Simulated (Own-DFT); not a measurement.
# What a defect does to the pressure of its cell: zincblende InP

Source: density functional calculations with Own-DFT, an unreviewed in-house program that is no longer used. Nothing was measured or relaxed, and spin and spin-orbit coupling are left out.

Settings: PBE; PseudoDojo norm-conserving scalar-relativistic files; cutoff 36 hartree; 2 x 3 x 3 k mesh centred on Gamma; Fermi-Dirac smearing of 0.1 eV.

Caveats (not all hold for every row): not probed for a lower state with spin; forces on such cells failed a check on a denser k mesh; forces not confirmed at this smearing and k mesh; stress not checked against mesh or cutoff.

All runs share one cell, with vectors in Å (17.606, 0.000, 0.000); (0.000, 11.737, 0.000); (0.000, 0.000, 11.737) and a volume of 2425.5 Å³. Atoms were moved at random from their sites; u is the rms move along one axis. The defect's site can differ from row to row.

| cell | formula | u (Å) | P (GPa) |
|---|---|---|---|
| no defect | In48P48 | 0.0199 | 3.20 |
| no defect | In48P48 | 0.0211 | 3.22 |
| no defect | In48P48 | 0.0519 | 3.63 |
| two P vacancies | In48P46 | 0.0452 | 3.23 |
| two P vacancies | In48P46 | 0.0481 | 3.41 |
| two P vacancies | In48P46 | 0.0484 | 3.40 |
| one In on a P site | In49P47 | 0.0292 | 3.86 |
| one In on a P site | In49P47 | 0.0470 | 4.15 |
| one In on a P site | In49P47 | 0.0486 | 4.21 |
| two P on an In site each | In46P50 | 0.0283 | 3.03 |
| two P on an In site each | In46P50 | 0.0508 | 3.30 |
| two P on an In site each | In46P50 | 0.0531 | 3.38 |
| one P on an In site | In47P49 | 0.0303 | 3.15 |
| one P on an In site | In47P49 | 0.0310 | 3.18 |
| one P on an In site | In47P49 | 0.0484 | 3.44 |
| one P on an In site | In47P49 | 0.0499 | ? |

## Working it out

P = P0 + c u² + a shift for each defect gives P0 = 3.12 GPa, c = 191 ± 14 GPa/Å² and a scatter of 0.04 GPa. The shifts, and each times the cell's volume:

- one In on a P site: 0.60 ± 0.03 GPa, 9.1 eV
- one P on an In site: -0.14 ± 0.03 GPa, -2.1 eV
- two P vacancies: -0.21 ± 0.04 GPa, -3.1 eV (-1.6 eV for each of its 2 sites)
- two P on an In site each: -0.28 ± 0.04 GPa, -4.3 eV (-2.2 eV for each of its 2 sites)

Positive is outwards. The product with the volume (160.2 GPa Å³ to the eV) is nearly free of the cell's size; divided by the bulk modulus at the cell's pressure it gives the volume that the defect adds. The atoms around the defects weren't relaxed, which would change these numbers.

## The run left out

Q: what pressure belongs in the blank (one P on an In site, u = 0.0499 Å)?

Estimate: 3.46 ± 0.05 GPa. DFT gave 3.47 GPa.
